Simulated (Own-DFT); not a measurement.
# Which defects push the lattice out? wurtzite GaN

Source: density functional calculations with Own-DFT, an unreviewed in-house program that is no longer used. Nothing was measured or relaxed, and spin and spin-orbit coupling are left out.

Settings: PBE; PseudoDojo norm-conserving scalar-relativistic files; cutoff 42 hartree; 4 x 4 x 3 k mesh centred on Gamma; Fermi-Dirac smearing of 0.1 eV.

Limits (not all hold for every row): not probed for a lower state with spin; forces not confirmed at this smearing and k mesh; stress not checked against mesh or cutoff.

All runs share one cell, with vectors in Å (9.567, 0.000, 0.000); (-4.784, 8.285, 0.000); (0.000, 0.000, 10.370) and a volume of 822.0 Å³. u is the rms random offset of the atoms per axis. The defect's site can differ from row to row.

| cell | formula | u (Å) | P (GPa) |
|---|---|---|---|
| no defect | Ga36N36 | 0.0193 | 5.89 |
| no defect | Ga36N36 | 0.0219 | 5.99 |
| no defect | Ga36N36 | 0.0520 | 7.46 |
| one N on a Ga site | Ga35N37 | 0.0296 | 5.44 |
| one N on a Ga site | Ga35N37 | 0.0314 | ? |
| one N on a Ga site | Ga35N37 | 0.0504 | 6.85 |
| one N on a Ga site | Ga35N37 | 0.0512 | 6.66 |
| one Ga on an N site | Ga37N35 | 0.0283 | 11.90 |
| one Ga on an N site | Ga37N35 | 0.0287 | 12.12 |
| one Ga on an N site | Ga37N35 | 0.0510 | 13.00 |

## Working it out

P = P0 + c u² + a shift for each defect gives P0 = 5.66 GPa, c = 662 ± 50 GPa/Å² and a scatter of 0.14 GPa. The shifts, and each times the cell's volume:

- one Ga on an N site: 5.75 ± 0.11 GPa, 29.5 eV
- one N on a Ga site: -0.68 ± 0.12 GPa, -3.5 eV

Against the defect-free cell, a freed cell would be larger where the shift is positive and smaller where it is negative (160.2 GPa Å³ is 1 eV). The atoms around the defects weren't relaxed, which would change these numbers.

## Prediction

Asked: what pressure belongs in the blank (one N on a Ga site, u = 0.0314 Å)?

Estimate: 5.64 ± 0.17 GPa. The hidden result is 5.39 GPa.
